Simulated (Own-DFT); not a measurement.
# Computed records: SiC (4H silicon carbide, atoms displaced)

All values are calculated (Own-DFT development build). A calculation, not a measurement: plane-wave PBE density functional theory by an unreviewed code, no spin, of a simulated periodic cell, stress positive in tension, free energy of the whole cell less one offset for each atom, forces on such cells passed a denser k mesh, this cell's mesh not checked; offsets are fitted by least squares, one for each functional and potential file, so energies compare only between cells with the same atoms and settings and are not formation energies; the far tail of each file's local potential was reset to the Coulomb form; each entry is a single point on an unrelaxed cell, so the pressure reflects the starting lattice, mostly measured values (interpolated for alloys), from which strain is counted, and rises with the displacements; printed positions are rounded, which can move forces by about a meV/angstrom; the program, named Own-DFT, is a retired in-house code; no spin-orbit coupling.

Settings shared by all entries: functional PBE; potential files PseudoDojo norm-conserving, scalar-relativistic, standard set; wave cutoff 42 hartree; occupations Fermi-Dirac; smearing width 0.1 eV; hardware one NVIDIA H200; k mesh 3 x 3 x 3 centred on Gamma.

(1) 
```cif
# cell vector a (Å): 12.3308 0.0000 0.0000
# cell vector b (Å): -6.1654 10.6788 0.0000
# cell vector c (Å): 0.0000 0.0000 10.0681
data_SiC
_symmetry_space_group_name_H-M 'P 1'
_symmetry_Int_Tables_number 1
_cell_length_a 12.3308
_cell_length_b 12.3308
_cell_length_c 10.0681
_cell_angle_alpha 90.000
_cell_angle_beta 90.000
_cell_angle_gamma 120.000
_cell_volume 1325.75
loop_
_atom_site_label
_atom_site_type_symbol
_atom_site_fract_x
_atom_site_fract_y
_atom_site_fract_z
_atom_site_occupancy
Si1 Si 0.01096 0.00036 0.39883 1
Si2 Si 0.08061 0.17007 0.15724 1
C1 C 0.01561 0.01338 0.07651 1
C2 C 0.08919 0.16903 0.33353 1
Si3 Si 0.00486 0.24328 0.40836 1
Si4 Si 0.07912 0.41252 0.17064 1
C3 C 0.00648 0.24359 0.09466 1
C4 C 0.06850 0.40500 0.34244 1
Si5 Si 0.00602 0.50772 0.40794 1
Si6 Si 0.07936 0.66536 0.15634 1
C5 C 0.99908 0.50868 0.08969 1
C6 C 0.08452 0.67523 0.33890 1
Si7 Si 0.00251 0.74407 0.40352 1
Si8 Si 0.08364 0.91895 0.15292 1
C7 C 0.99188 0.75355 0.10194 1
C8 C 0.08487 0.92417 0.35116 1
Si9 Si 0.24880 0.99237 0.41041 1
Si10 Si 0.34791 0.16924 0.15732 1
C9 C 0.23886 0.99019 0.09004 1
C10 C 0.32465 0.15253 0.34163 1
Si11 Si 0.25371 0.25030 0.40694 1
Si12 Si 0.33662 0.42296 0.15000 1
C11 C 0.24937 0.26447 0.07820 1
C12 C 0.33417 0.40447 0.34222 1
Si13 Si 0.23682 0.49109 0.41478 1
Si14 Si 0.33926 0.68458 0.17203 1
C13 C 0.23800 0.49934 0.08376 1
C14 C 0.32607 0.66863 0.35266 1
Si15 Si 0.22620 0.73519 0.41035 1
Si16 Si 0.33329 0.90158 0.15624 1
C15 C 0.23972 0.73830 0.10250 1
C16 C 0.32873 0.91963 0.36382 1
Si17 Si 0.48693 0.00641 0.39547 1
Si18 Si 0.56796 0.16063 0.16120 1
C17 C 0.51159 0.00220 0.11414 1
C18 C 0.58385 0.16505 0.33014 1
Si19 Si 0.49836 0.25051 0.40366 1
Si20 Si 0.58775 0.41087 0.15866 1
C19 C 0.51206 0.26217 0.08980 1
C20 C 0.58517 0.41249 0.35683 1
Si21 Si 0.50154 0.51947 0.39767 1
Si22 Si 0.57729 0.64664 0.14913 1
C21 C 0.50914 0.51018 0.09707 1
C22 C 0.58505 0.67300 0.35068 1
Si23 Si 0.50394 0.75191 0.41032 1
Si24 Si 0.59819 0.92434 0.15760 1
C23 C 0.50595 0.75509 0.10010 1
C24 C 0.59661 0.92916 0.32414 1
Si25 Si 0.74806 0.00491 0.41702 1
Si26 Si 0.81905 0.15492 0.13474 1
C25 C 0.77054 0.00724 0.08515 1
C26 C 0.82019 0.15140 0.35333 1
Si27 Si 0.74901 0.24092 0.42371 1
Si28 Si 0.82956 0.41589 0.15935 1
C27 C 0.74606 0.24780 0.09934 1
C28 C 0.82910 0.40220 0.33262 1
Si29 Si 0.75184 0.48952 0.37964 1
Si30 Si 0.82321 0.65186 0.16257 1
C29 C 0.74158 0.49572 0.09563 1
C30 C 0.83022 0.65753 0.34808 1
Si31 Si 0.75765 0.74982 0.42677 1
Si32 Si 0.85101 0.93662 0.17530 1
C31 C 0.75629 0.75444 0.09852 1
C32 C 0.84396 0.91995 0.32687 1
Si33 Si 0.99776 0.00365 0.88675 1
Si34 Si 0.92043 0.84219 0.65589 1
C33 C 0.00322 0.99846 0.59464 1
C34 C 0.91086 0.84017 0.83827 1
Si35 Si 0.02099 0.76376 0.90883 1
Si36 Si 0.94024 0.57197 0.65837 1
C35 C 0.98995 0.74156 0.58765 1
C36 C 0.91480 0.57689 0.84646 1
Si37 Si 0.99535 0.49731 0.90701 1
Si38 Si 0.90605 0.30826 0.66716 1
C37 C 0.00328 0.49913 0.59032 1
C38 C 0.93765 0.34303 0.83595 1
Si39 Si 0.00239 0.25070 0.90230 1
Si40 Si 0.89610 0.07721 0.65907 1
C39 C 0.99660 0.24656 0.59106 1
C40 C 0.92435 0.08155 0.84192 1
Si41 Si 0.74474 0.99557 0.90250 1
Si42 Si 0.66975 0.83844 0.66300 1
C41 C 0.75173 0.98495 0.58968 1
C42 C 0.67195 0.84508 0.84997 1
Si43 Si 0.75050 0.74911 0.90151 1
Si44 Si 0.66683 0.57755 0.64881 1
C43 C 0.76069 0.76346 0.60071 1
C44 C 0.66117 0.57353 0.85011 1
Si45 Si 0.75453 0.50733 0.90227 1
Si46 Si 0.65788 0.32187 0.64836 1
C45 C 0.76338 0.49793 0.60319 1
C46 C 0.66233 0.36308 0.84577 1
Si47 Si 0.75286 0.25329 0.89188 1
Si48 Si 0.65963 0.08682 0.66661 1
C47 C 0.74902 0.25227 0.59817 1
C48 C 0.66377 0.08366 0.83558 1
Si49 Si 0.50524 0.00509 0.91020 1
Si50 Si 0.44780 0.84653 0.65433 1
C49 C 0.49359 0.00372 0.59589 1
C50 C 0.41754 0.82497 0.82027 1
Si51 Si 0.50719 0.75936 0.91089 1
Si52 Si 0.40598 0.57271 0.68406 1
C51 C 0.50289 0.76241 0.60303 1
C52 C 0.42199 0.59837 0.84036 1
Si53 Si 0.48473 0.49826 0.90519 1
Si54 Si 0.41203 0.34280 0.64868 1
C53 C 0.49798 0.50640 0.58353 1
C54 C 0.42335 0.34127 0.83697 1
Si55 Si 0.52096 0.27236 0.90827 1
Si56 Si 0.40483 0.07450 0.65148 1
C55 C 0.50685 0.24891 0.59363 1
C56 C 0.42657 0.08643 0.83933 1
Si57 Si 0.26125 0.02000 0.91045 1
Si58 Si 0.17209 0.82071 0.65098 1
C57 C 0.24199 0.00327 0.57967 1
C58 C 0.17605 0.83459 0.85473 1
Si59 Si 0.24122 0.76126 0.91447 1
Si60 Si 0.17278 0.59102 0.66789 1
C59 C 0.24106 0.73231 0.58718 1
C60 C 0.17238 0.58490 0.83040 1
Si61 Si 0.25140 0.51528 0.90961 1
Si62 Si 0.16095 0.32836 0.64934 1
C61 C 0.23841 0.50274 0.59014 1
C62 C 0.16300 0.33459 0.84819 1
Si63 Si 0.24584 0.23791 0.90858 1
Si64 Si 0.16302 0.08968 0.66120 1
C63 C 0.25410 0.23688 0.59685 1
C64 C 0.15936 0.08896 0.84079 1
_calc_free_energy_of_cell_above_offsets '22.290'  # eV
_calc_pressure 11.46  # GPa
_calc_stress_xx -8.27  # GPa
_calc_stress_yy -11.47  # GPa
_calc_stress_zz -14.63  # GPa
_calc_stress_yz -1.11  # GPa
_calc_stress_xz 0.1  # GPa
_calc_stress_xy 1.48  # GPa
_calc_wall_time 567.4  # s
```

Force:
```tsv
element	x (eV/Å)	y (eV/Å)	z (eV/Å)
Si	-4.404	1.714	2.188
Si	4.118	-0.961	-2.089
C	-1.047	-1.307	2.195
C	0.209	-0.142	3.067
Si	-2.966	-1.077	-1.119
Si	-0.099	0.034	-5.279
C	-5.822	2.636	-1.177
C	1.324	1.757	2.944
Si	-1.379	-2.442	-0.372
Si	-1.969	0.78	-0.422
C	0.518	-2.823	1.356
C	-0.866	-3.932	-1.466
Si	-3.966	2.17	1.191
Si	-2.141	0.248	1.293
C	2.259	-1.18	-1.218
C	3.783	-3.946	-2.893
Si	-3.417	1.83	-2.106
Si	-3.702	-0.645	-0.681
C	4.208	2.355	0.383
C	1.114	2.781	0.124
Si	0.534	-2.472	-0.491
Si	-1.226	-0.506	0.105
C	2.087	-1.697	3.966
C	-1.544	3.828	-0.512
Si	1.471	0.993	-2.823
Si	1.724	-3.615	-1.918
C	1.917	1.547	4.103
C	1.04	-0.79	0.147
Si	5.601	3.858	1.131
Si	-2.009	2.837	1.312
C	0.688	2.366	-1.685
C	1.059	-4.767	-3.989
Si	4.826	-0.265	1.823
Si	3.258	2.52	-2.663
C	-2.667	-1.85	-4.28
C	-1.133	1.334	5.24
Si	0.254	-1.66	0.95
Si	-2.505	2.498	2.008
C	-1.062	-3.683	0.012
C	-2.116	1.559	-2.998
Si	1.179	-5.166	1.865
Si	0.622	13.65	4.02
C	-0.984	-10.9	-3.486
C	1.293	1.472	-1.698
Si	-1.732	1.653	-0.146
Si	1.569	-1.333	-3.063
C	-0.634	-0.472	-0.759
C	-1.74	-1.951	7.489
Si	1.162	-3.707	-3.003
Si	1.996	4.807	4.034
C	-2.913	-3.573	-0.753
C	1.702	4.769	-1.472
Si	-0.288	0.385	-5.331
Si	1.032	-0.756	-2.917
C	-0.782	-0.036	-2.806
C	1.176	1.117	3.326
Si	0.057	0.659	5.366
Si	-0.912	4.205	-0.898
C	2.466	0.065	-0.789
C	0.21	0.973	-0.262
Si	-0.672	0.459	-4.909
Si	0.994	-2.166	-13.16
C	-0.782	-0.913	-0.633
C	-0.43	-1.135	13.75
Si	2.065	-2.275	4.075
Si	2.098	-1.973	0.142
C	-1.776	2.13	-1.223
C	3.029	-1.003	0.317
Si	-5.168	-2.709	0.652
Si	-10.16	3.882	1.713
C	2.505	0.528	1.773
C	1.639	2.518	-0.351
Si	1.671	1.772	-0.051
Si	0.313	4.531	-3.438
C	5.328	-3.805	-1.553
C	-3.245	-2.34	2.155
Si	1.42	-0.924	1.91
Si	6.119	1.47	-0.063
C	0.234	-1.692	0.107
C	-6.334	2.523	-1.573
Si	2.309	3.825	1.355
Si	-0.076	-2.95	0.315
C	-4.022	2.435	0.777
C	0.235	-4.165	-1.596
Si	-0.24	-0.405	2.338
Si	1.387	0.306	1.362
C	-1.744	-2.527	0.874
C	-2.399	3.086	-1.675
Si	0.23	3.142	2.089
Si	0.568	5.813	2.363
C	-1.131	-1.041	-2.144
C	6.247	-5.644	-3.99
Si	-0.827	1.351	2.714
Si	0.006	-1.207	-4.971
C	0.997	-2.147	1.975
C	1.393	0.711	3.904
Si	-0.746	-1.966	-0.164
Si	-8.443	2.193	-0.586
C	2.277	-0.011	-1.895
C	-1.433	1.924	7.523
Si	-1.06	0.022	-0.079
Si	-0.159	1.05	-10.97
C	7.018	-5.439	-3.766
C	0.141	-1.112	8.004
Si	3.137	0.964	0.507
Si	3.537	-0.85	0.88
C	-0.405	0.041	1.689
C	-1.648	-1.868	0.836
Si	-4.554	-4.015	-0.641
Si	-0.428	2.206	0.291
C	-4.25	-1.938	-1.359
C	-1.751	1.395	1.486
Si	0.045	-2.153	-1.028
Si	-3.029	1.761	0.102
C	1.324	-1.063	5.809
C	-4.677	5.352	-4.558
Si	8.772	-5.05	0.336
Si	-0.88	-3.039	-5.368
C	0.586	3.921	0.402
C	-2.867	1.447	7.216
Si	0.826	-2.69	-1.175
Si	0.569	0.789	2.349
C	3.021	-1.76	2.513
C	2.251	1.01	-1.889
Si	-0.874	5.107	-1.947
Si	1.068	-3.768	-1.125
C	-2.836	4.413	-2.424
C	3.257	-2.078	-0.38
```

(2) 
```cif
# cell vector a (Å): 12.3308 0.0000 0.0000
# cell vector b (Å): -6.1654 10.6788 0.0000
# cell vector c (Å): 0.0000 0.0000 10.0681
data_SiC
_symmetry_space_group_name_H-M 'P 1'
_symmetry_Int_Tables_number 1
_cell_length_a 12.3308
_cell_length_b 12.3308
_cell_length_c 10.0681
_cell_angle_alpha 90.000
_cell_angle_beta 90.000
_cell_angle_gamma 120.000
_cell_volume 1325.75
loop_
_atom_site_label
_atom_site_type_symbol
_atom_site_fract_x
_atom_site_fract_y
_atom_site_fract_z
_atom_site_occupancy
Si1 Si 0.98539 0.99838 0.39370 1
Si2 Si 0.08879 0.16793 0.13834 1
C1 C 0.01181 0.01806 0.07493 1
C2 C 0.08290 0.15583 0.35946 1
Si3 Si 0.99974 0.26644 0.40622 1
Si4 Si 0.08283 0.39899 0.15687 1
C3 C 0.00659 0.25405 0.08765 1
C4 C 0.08222 0.42099 0.34929 1
Si5 Si 0.99510 0.49564 0.39723 1
Si6 Si 0.09485 0.67896 0.15353 1
C5 C 0.00986 0.50300 0.08588 1
C6 C 0.07625 0.67322 0.34692 1
Si7 Si 0.98851 0.74357 0.41686 1
Si8 Si 0.06292 0.91010 0.14407 1
C7 C 0.00958 0.74861 0.08867 1
C8 C 0.06866 0.91629 0.33065 1
Si9 Si 0.25123 0.00112 0.40743 1
Si10 Si 0.33650 0.17271 0.16114 1
C9 C 0.24127 0.99138 0.08931 1
C10 C 0.33294 0.16351 0.33842 1
Si11 Si 0.26856 0.25642 0.40507 1
Si12 Si 0.35178 0.43326 0.15432 1
C11 C 0.25311 0.24969 0.08958 1
C12 C 0.31024 0.39680 0.34358 1
Si13 Si 0.23640 0.48701 0.39151 1
Si14 Si 0.31569 0.65858 0.16227 1
C13 C 0.24894 0.50104 0.09369 1
C14 C 0.32765 0.66717 0.36220 1
Si15 Si 0.24226 0.75280 0.38835 1
Si16 Si 0.33532 0.92226 0.14632 1
C15 C 0.24608 0.74660 0.08890 1
C16 C 0.34085 0.91645 0.33164 1
Si17 Si 0.49813 0.99466 0.40284 1
Si18 Si 0.58418 0.16629 0.16044 1
C17 C 0.50147 0.01315 0.09088 1
C18 C 0.56699 0.15132 0.33794 1
Si19 Si 0.49458 0.25941 0.42000 1
Si20 Si 0.55901 0.39811 0.15035 1
C19 C 0.51142 0.25661 0.09196 1
C20 C 0.58607 0.42347 0.33114 1
Si21 Si 0.49906 0.48986 0.40014 1
Si22 Si 0.57843 0.66259 0.15371 1
C21 C 0.50203 0.50032 0.07555 1
C22 C 0.58112 0.66717 0.33575 1
Si23 Si 0.48513 0.75013 0.43028 1
Si24 Si 0.59051 0.92568 0.16234 1
C23 C 0.49520 0.75113 0.08542 1
C24 C 0.58813 0.92633 0.34240 1
Si25 Si 0.75352 0.98740 0.40255 1
Si26 Si 0.83752 0.15127 0.15865 1
C25 C 0.73376 0.99939 0.10158 1
C26 C 0.82382 0.15334 0.35072 1
Si27 Si 0.76477 0.26223 0.40171 1
Si28 Si 0.82981 0.41626 0.13710 1
C27 C 0.75290 0.24389 0.08441 1
C28 C 0.83977 0.43244 0.34740 1
Si29 Si 0.74440 0.50233 0.41230 1
Si30 Si 0.84385 0.67471 0.16770 1
C29 C 0.73661 0.49347 0.10272 1
C30 C 0.85214 0.67973 0.33522 1
Si31 Si 0.75264 0.74986 0.42595 1
Si32 Si 0.84544 0.93392 0.13153 1
C31 C 0.74300 0.75502 0.07984 1
C32 C 0.81085 0.90524 0.36878 1
Si33 Si 0.02622 0.02340 0.91004 1
Si34 Si 0.90618 0.82157 0.65874 1
C33 C 0.98961 0.00065 0.58594 1
C34 C 0.92134 0.84498 0.82660 1
Si35 Si 0.99961 0.75749 0.90385 1
Si36 Si 0.92963 0.58998 0.64472 1
C35 C 0.98621 0.74083 0.59529 1
C36 C 0.91543 0.58878 0.83180 1
Si37 Si 0.98670 0.48342 0.90887 1
Si38 Si 0.92111 0.32930 0.65318 1
C37 C 0.99675 0.49434 0.60419 1
C38 C 0.91668 0.32303 0.84085 1
Si39 Si 0.99623 0.25122 0.90021 1
Si40 Si 0.90912 0.08817 0.65880 1
C39 C 0.00430 0.24207 0.60061 1
C40 C 0.90989 0.07895 0.83154 1
Si41 Si 0.76820 0.00710 0.89514 1
Si42 Si 0.67275 0.83585 0.66386 1
C41 C 0.74722 0.99351 0.59657 1
C42 C 0.64432 0.83876 0.84752 1
Si43 Si 0.73800 0.74679 0.92115 1
Si44 Si 0.66491 0.59271 0.66011 1
C43 C 0.74437 0.76359 0.59601 1
C44 C 0.66226 0.59500 0.84554 1
Si45 Si 0.73600 0.48326 0.91208 1
Si46 Si 0.65250 0.31506 0.66459 1
C45 C 0.74042 0.49360 0.59295 1
C46 C 0.65544 0.32764 0.83860 1
Si47 Si 0.74149 0.24932 0.91378 1
Si48 Si 0.64676 0.08547 0.66067 1
C47 C 0.76167 0.24679 0.59098 1
C48 C 0.68328 0.09802 0.85938 1
Si49 Si 0.49262 0.99807 0.91254 1
Si50 Si 0.43124 0.85097 0.65505 1
C49 C 0.51143 0.02283 0.58544 1
C50 C 0.41287 0.82123 0.85952 1
Si51 Si 0.49893 0.75257 0.89544 1
Si52 Si 0.41900 0.59830 0.65642 1
C51 C 0.49247 0.73807 0.58857 1
C52 C 0.42310 0.60402 0.84568 1
Si53 Si 0.48859 0.49288 0.90538 1
Si54 Si 0.41219 0.33036 0.64400 1
C53 C 0.49927 0.50511 0.57750 1
C54 C 0.42044 0.33148 0.84286 1
Si55 Si 0.49560 0.24648 0.90350 1
Si56 Si 0.40951 0.07096 0.65637 1
C55 C 0.48993 0.23882 0.59266 1
C56 C 0.42030 0.08258 0.85604 1
Si57 Si 0.25431 0.01644 0.91247 1
Si58 Si 0.15044 0.83267 0.64334 1
C57 C 0.24802 0.00000 0.60893 1
C58 C 0.17057 0.83015 0.84356 1
Si59 Si 0.26148 0.75531 0.90426 1
Si60 Si 0.16540 0.57295 0.65711 1
C59 C 0.25395 0.75462 0.59614 1
C60 C 0.17051 0.58584 0.84476 1
Si61 Si 0.24119 0.49082 0.91196 1
Si62 Si 0.17188 0.34669 0.64686 1
C61 C 0.23830 0.49580 0.59023 1
C62 C 0.17338 0.33623 0.84375 1
Si63 Si 0.24460 0.25851 0.90556 1
Si64 Si 0.16717 0.07526 0.66703 1
C63 C 0.24765 0.24133 0.60835 1
C64 C 0.16907 0.09325 0.83291 1
_calc_free_energy_of_cell_above_offsets '23.893'  # eV
_calc_pressure 11.16  # GPa
_calc_stress_xx -9.13  # GPa
_calc_stress_yy -10.75  # GPa
_calc_stress_zz -13.6  # GPa
_calc_stress_yz -0.63  # GPa
_calc_stress_xz 0.72  # GPa
_calc_stress_xy 0.45  # GPa
_calc_wall_time 536.8  # s
```

Force:
```tsv
element	x (eV/Å)	y (eV/Å)	z (eV/Å)
Si	0.963	-1.66	3.377
Si	0.199	3.092	5.053
C	-1.159	-3.843	3.408
C	-1.1	4.824	-3.551
Si	2.155	-6.507	1.596
Si	-1.839	5.48	0.327
C	-0.374	-4.756	-0.805
C	-1.823	-0.989	-3.344
Si	0.196	3.48	2.467
Si	-1.617	-3.226	0.67
C	-1.111	-0.955	2.576
C	1.632	-1.453	-1.095
Si	3.137	3.856	-1.848
Si	4.04	0.908	1.622
C	-4.164	0.562	-0.384
C	1.503	-0.48	1.837
Si	-1.059	-0.885	-1.04
Si	0.657	-1.914	-2.492
C	-1.118	2.279	1.465
C	0.648	1.171	1.964
Si	-3.677	-6.662	2.824
Si	-3.374	-3.191	0.187
C	0.287	1.666	-0.122
C	2.227	6.036	-2.819
Si	2.651	3.812	3.785
Si	3.332	2.658	-0.255
C	0.761	-1.695	1.511
C	-0.731	-2.205	-3.398
Si	1.011	-0.133	3.958
Si	0.315	-0.919	0.428
C	1.541	2.267	0.664
C	-2.622	-0.059	1.367
Si	0.354	1.489	-0.814
Si	0.399	1.336	-0.541
C	0.727	-2.676	0.687
C	0.613	4.475	1.843
Si	2.904	-2.208	-4.62
Si	2.562	6.512	1.052
C	-1.564	-5.366	-1.615
C	-0.203	-2.277	1.625
Si	-2.655	3.548	-0.525
Si	-0.915	2.37	-0.472
C	0.211	0.127	4.525
C	0.02	-1.164	2.362
Si	2.5	0.826	-10.01
Si	-5.663	-4.787	-0.147
C	0.041	-0.383	1.986
C	0.13	-2.406	2.07
Si	-10.12	6.179	4.379
Si	-2.247	3.988	0.657
C	7.897	1.645	-4.235
C	1.778	3.135	-1.693
Si	-2.467	-2.555	0.414
Si	1.276	0.199	2.658
C	-0.3	1.06	4.404
C	-1.284	-3.062	-2.044
Si	1.163	0.447	-1.508
Si	-1.302	-1.606	-5.709
C	0.527	0.943	-1.291
C	-5.928	-3.17	4.31
Si	-1.368	-1.735	-5.163
Si	-2.868	-3.193	2.129
C	2.589	1.126	8.741
C	10.2	-3.119	-6.06
Si	-4.331	-4.259	-6.925
Si	-0.977	3.808	-2.548
C	2.132	-1.315	1.282
C	0.03	-0.125	6.5
Si	1.111	-1.335	-1.478
Si	-2.638	-5.327	3.325
C	0.009	3.043	-1.612
C	-0.099	-1.902	2.23
Si	1.117	3.938	-2.618
Si	-0.32	-0.064	1.285
C	1.296	0.574	-3.06
C	-3.307	1.792	-0.08
Si	2.182	-1.126	0.132
Si	1.897	-3.059	-3.053
C	-1.522	3.861	-1.845
C	5.816	3.586	3.006
Si	-7.769	-3.078	2.685
Si	-4.479	1.637	1.056
C	-2.32	1.157	-0.241
C	8.311	3.245	-2.132
Si	0.595	1.598	-8.917
Si	0.276	-1.74	-0.554
C	4.251	-4.672	1.405
C	0.566	-3.249	-0.067
Si	-0.033	4.864	-1.328
Si	1.715	2.77	-3.764
C	0.134	1.002	0.864
C	1.249	-0.409	2.237
Si	1.497	1.556	-2.577
Si	9.618	2.809	2.422
C	-3.287	-0.029	0.132
C	-2.644	-4.662	-3.363
Si	3.702	-0.536	0.087
Si	-1.899	-3.023	0.766
C	-3.878	-5.604	-1.11
C	-0.418	6.417	-4.153
Si	-1.523	-0.161	6.135
Si	-0.167	-7.098	1.694
C	0.676	7.043	5.462
C	0.181	-8.239	-1.919
Si	0.653	2.661	-4.243
Si	0.401	1.389	2.634
C	-0.215	-0.663	3.117
C	-2.079	0.234	-0.817
Si	0.138	0.499	1.144
Si	-1.028	2.185	1.651
C	0.176	0.451	2.037
C	-1.841	0.244	-2.973
Si	0.587	-3.342	-1.753
Si	4.438	-0.998	3.439
C	0.353	-1.291	-3.597
C	-2.023	1.985	-0.591
Si	-4.844	-3.402	-0.031
Si	-2.319	3.524	1.138
C	-1.114	0.29	-1.445
C	-0.447	-1.764	0.175
Si	-0.035	4.164	-1.547
Si	1.571	-5.356	2.337
C	3.186	2.067	-2.256
C	-3.502	0.189	-1.36
Si	4.855	-1.281	-0.302
Si	-4.08	1.115	-5.419
C	-0.535	1.832	-2.929
C	2.463	1.325	4.904
```
